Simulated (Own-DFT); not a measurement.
# Strain and stress in C40 NbSi2, 36 atoms (Nb12Si24)

Calculated results; nothing here was measured. The program, named Own-DFT, is a retired in-house plane-wave density functional code that no person has reviewed. Each row is one single-point run on a periodic cell that was not relaxed, without spin or spin-orbit coupling.

Settings of every run: PBE; PseudoDojo norm-conserving scalar-relativistic files; cutoff 42 hartree; 4 x 4 x 5 k mesh centred on Gamma; cold (Marzari-Vanderbilt) smearing of 0.2 eV.

Known limits: forces on such cells failed a check on a denser k mesh; stress not checked against mesh or cutoff.

Unstrained cell vectors in Å: (0.000, 8.324, 0.000); (-9.613, 0.000, 0.000); (0.000, 0.000, 6.586). The unstrained cell was taken from the Materials Project. The random moves and any unrelaxed bonds add to the pressure at no strain. Each run strains this cell uniformly, with the atoms carried along. Every atom was also moved at random, by a Gaussian of width 0.05 Å on each axis. Strain is the symmetric tensor, in per cent. Stress is positive in tension, and the pressure is minus a third of its trace.

```
run  e_xx (%)  e_yy (%)  e_zz (%)  e_yz (%)  e_xz (%)  e_xy (%)  s_xx (GPa)  s_yy (GPa)  s_zz (GPa)  s_yz (GPa)  s_xz (GPa)  s_xy (GPa)  P (GPa)  E (meV/atom)
  1     -1.16     -1.23      1.52      0.09      1.98      1.80       -6.92       -6.83        0.89        0.06        6.41        5.66     4.29          26.1
  2     -1.70     -1.75     -1.61      0.41     -0.40      1.15      -12.48      -12.60      -15.39        1.65       -1.16        4.01    13.49          48.9
  3      0.53      0.15      1.01     -1.47     -1.96     -0.61        0.75       -0.70        1.13       -4.90       -5.80       -1.83    -0.39           4.0
  4      0.93      1.26     -0.94      0.87     -0.28     -1.96        0.67        1.79       -6.16        3.79       -0.69       -5.20     1.23          13.8
  5      1.47     -0.65     -0.03      1.00     -0.21      0.18        2.63       -4.85       -3.55        3.89       -0.30        1.17     1.92          19.8
  6     -1.95     -1.98      1.14     -1.93     -0.13      1.55      -11.46       -9.71       -2.50       -6.54       -0.31        5.48     7.89          30.2
  7     -1.01     -0.94     -0.01      0.36     -0.38      1.71       -7.25       -7.67       -4.95        0.84       -1.10        5.67     6.62          19.4
  8      0.96      1.43      1.60     -1.00     -0.48      0.17        2.98        4.15        4.67       -2.88       -1.17        0.68    -3.93           6.7
  9     -1.45     -1.40      1.52     -0.82      1.44     -1.94       -8.35       -7.55        1.14       -2.26        3.96       -6.52     4.92          21.1
 10     -1.99     -1.07      1.67      1.92     -1.47      0.62       -9.34       -6.70        0.39        6.19       -4.26        1.70     5.22          29.6
 11      1.66      0.08     -1.38     -0.60      1.21     -1.97        2.00       -1.97       -8.69       -1.37        3.21       -5.73     2.89          15.2
 12     -0.46     -0.81     -1.84      1.00      1.80      1.58       -7.73       -7.59      -15.14        2.77        6.20        5.06    10.15          55.3
 13     -1.03      0.65      0.48      0.34      1.29      1.24       -4.43       -0.56       -1.91        0.74        3.68        3.50     2.30           0.0
 14      1.79      0.85      1.41     -1.08      1.71     -1.77        4.88        3.33        3.52       -2.58        5.15       -4.47    -3.91          12.9
 15      1.12      1.07     -1.98      1.87      1.05      1.35        0.69        0.21      -11.83        5.96        3.11        4.02     3.64          28.9
 16     -1.13      0.28      0.07      1.17      1.50      1.79           ?           ?           ?           ?           ?           ?        ?             ?
```

E is the free energy for each atom above the lowest run shown.

## Worked fit

Each stress component was fitted by least squares to a constant and the strains of the runs shown, as fractions, with shears doubled. Shear strains stay in the fit of a normal stress only where such slopes are resolved. The slopes, in GPa:

| stress | at no strain | per e_xx | per e_yy | per e_zz | scatter |
|---|---|---|---|---|---|
| s_xx | -2.9 | 356 ± 19 | 110 ± 23 | 90 ± 13 | 0.64 |
| s_yy | -2.8 | 74 ± 15 | 371 ± 18 | 94 ± 10 | 0.50 |
| s_zz | -4.3 | 82 ± 22 | 88 ± 27 | 468 ± 15 | 0.74 |

Each shear stress against twice its own strain: yz 166 ± 5, xz 150 ± 4, xy 156 ± 5 GPa. These are stiffnesses along x, y and z of the frame in which the cell vectors are given, which need not be the crystal's axes. The atoms are held to the strained lattice; where symmetry lets them move under strain, relaxing them would lower some slopes. The table should be nearly symmetric about its diagonal, and what it lacks of that shows the noise. A ninth of its sum, 193 ± 7 GPa, estimates the bulk modulus near the mean pressure of these runs, 3.8 GPa, so it lies above the value at zero pressure.

## Withheld run

Question: what normal stresses and pressure should run 16 give?

The fit gives s_xx = -6.5, s_yy = -2.5, s_zz = -4.7 and P = 4.6 GPa. The calculation gave -6.76, -2.31, -3.66 and P = 4.24 GPa.
